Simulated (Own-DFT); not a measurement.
# Point defects and the pressure they add: C40 NbSi2

The numbers are computed, not measured, by runs of the plane-wave DFT program Own-DFT (in-house, retired, unreviewed) at fixed positions, with no spin and no spin-orbit coupling.

All runs used: PBE; PseudoDojo norm-conserving scalar-relativistic files; cutoff 42 hartree; 4 x 4 x 5 k mesh centred on Gamma; cold (Marzari-Vanderbilt) smearing of 0.2 eV.

Keep in mind: forces on such cells failed a check on a denser k mesh; stress not checked against mesh or cutoff.

All runs share one cell, with vectors in Å (0.000, 8.324, 0.000); (-9.613, 0.000, 0.000); (0.000, 0.000, 6.586) and a volume of 527.0 Å³. Atoms were moved at random from their sites; u is the rms move along one axis. The defect's site can differ from row to row.

```
                    cell   formula   u (Å)  P (GPa)
               no defect  Nb12Si24  0.0207     1.51
               no defect  Nb12Si24  0.0478     2.31
               no defect  Nb12Si24  0.0483     2.50
          one Si vacancy  Nb12Si23  0.0267     0.86
          one Si vacancy  Nb12Si23  0.0310     1.07
          one Si vacancy  Nb12Si23  0.0437     1.76
        two Nb vacancies  Nb10Si24  0.0303    -0.35
        two Nb vacancies  Nb10Si24  0.0320    -0.10
        two Nb vacancies  Nb10Si24  0.0477     0.27
two Si on a Nb site each  Nb10Si26  0.0285        ?
two Si on a Nb site each  Nb10Si26  0.0287     1.61
two Si on a Nb site each  Nb10Si26  0.0420     1.97
two Si on a Nb site each  Nb10Si26  0.0506     2.50
two Nb on a Si site each  Nb14Si22  0.0317     7.59
two Nb on a Si site each  Nb14Si22  0.0535     8.47
two Nb on a Si site each  Nb14Si22  0.0552     8.78
```

## Fit

P = P0 + c u² + a shift for each defect gives P0 = 1.24 GPa, c = 514 ± 42 GPa/Å² and a scatter of 0.12 GPa. The shifts, and each times the cell's volume:

- two Nb on a Si site each: 5.85 ± 0.10 GPa, 19.3 eV (9.6 eV for each of its 2 sites)
- two Si on a Nb site each: -0.10 ± 0.10 GPa, -0.3 eV (-0.2 eV for each of its 2 sites) (not resolved)
- one Si vacancy: -0.62 ± 0.10 GPa, -2.1 eV
- two Nb vacancies: -2.02 ± 0.10 GPa, -6.6 eV (-3.3 eV for each of its 2 sites)

Positive is outwards. The product with the volume (160.2 GPa Å³ to the eV) is nearly free of the cell's size; divided by the bulk modulus at the cell's pressure it gives the volume that the defect adds. The atoms around the defects weren't relaxed, which would change these numbers.

## Withheld run

Asked: what pressure belongs in the blank (two Si on a Nb site each, u = 0.0285 Å)?

Estimate: 1.56 ± 0.15 GPa. The hidden result is 1.47 GPa.
